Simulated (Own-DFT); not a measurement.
# Energy and forces against displacement in 3C SiC, 64 atoms (C32Si32)

These are calculations, not measurements. They come from Own-DFT, an in-house plane-wave density functional program, since retired, whose code no person has reviewed. Each row is one single-point run on a periodic cell that was not relaxed, without spin or spin-orbit coupling.

Settings of every run: PBE; PseudoDojo norm-conserving scalar-relativistic files; cutoff 42 hartree; 4 x 4 x 4 k mesh centred on Gamma; Fermi-Dirac smearing of 0.1 eV.

Known limits, some of them of some rows only: some atoms lie very close together; forces on such cells passed a denser k mesh, each cell not checked; stress not checked against mesh or cutoff.

Cell vectors in Å: (8.719, 0.000, 0.000); (0.000, 8.719, 0.000); (0.000, 0.000, 8.719). In each run every atom was moved at random and independently from its ideal site; u is the rms move along one axis. E is the free energy for each atom above the fitted value at u = 0, and F the rms of the force components.

| run | u (Å) | E (meV/atom) | F (eV/Å) | largest force (eV/Å) | P (GPa) |
|---|---|---|---|---|---|
| 1 | 0.0299 | 33.1 | 0.802 | 3.01 | 3.74 |
| 2 | 0.0304 | 36.4 | 0.863 | 2.78 | 3.85 |
| 3 | 0.0339 | 42.8 | 0.950 | 3.37 | 3.90 |
| 4 | 0.0554 | ? | ? | ? | ? |
| 5 | 0.0605 | 154.6 | 2.067 | 8.90 | 6.64 |
| 6 | 0.0995 | 355.6 | 2.853 | 10.64 | 10.96 |
| 7 | 0.1006 | 373.4 | 3.277 | 13.39 | 12.25 |
| 8 | 0.1033 | 424.0 | 3.793 | 20.44 | 13.36 |
| 9 | 0.1537 | 831.2 | 4.985 | 23.86 | 22.24 |

## Worked fit

For small independent moves the energy grows as E = (3/2) K u², with K the mean stiffness felt by one atom. The runs with u up to 0.11 Å give K = 25.6 ± 0.9 eV/Å², with residuals divided by u² + 0.0006 Å², since the noise grows with the moves. The scatter is 6.4 meV/atom at u = 0.05 Å. The forces follow F = G u with G = 31.0 eV/Å²; no force at u = 0 is resolved. G exceeds K because the moves of its neighbours add to the force on an atom, and stiffness differs between atoms. At u = 0.154 Å the parabola gives 906 meV/atom and the run 831. The pressure follows P = 2.99 + 905 u² GPa: at fixed volume, shortened bonds push harder than stretched ones pull.

## Withheld run

Question: what energy and rms force should run 4 give?

The fit gives 118 ± 9 meV/atom and about 1.72 eV/Å. The calculation gave 111.8 meV/atom and 1.576 eV/Å.
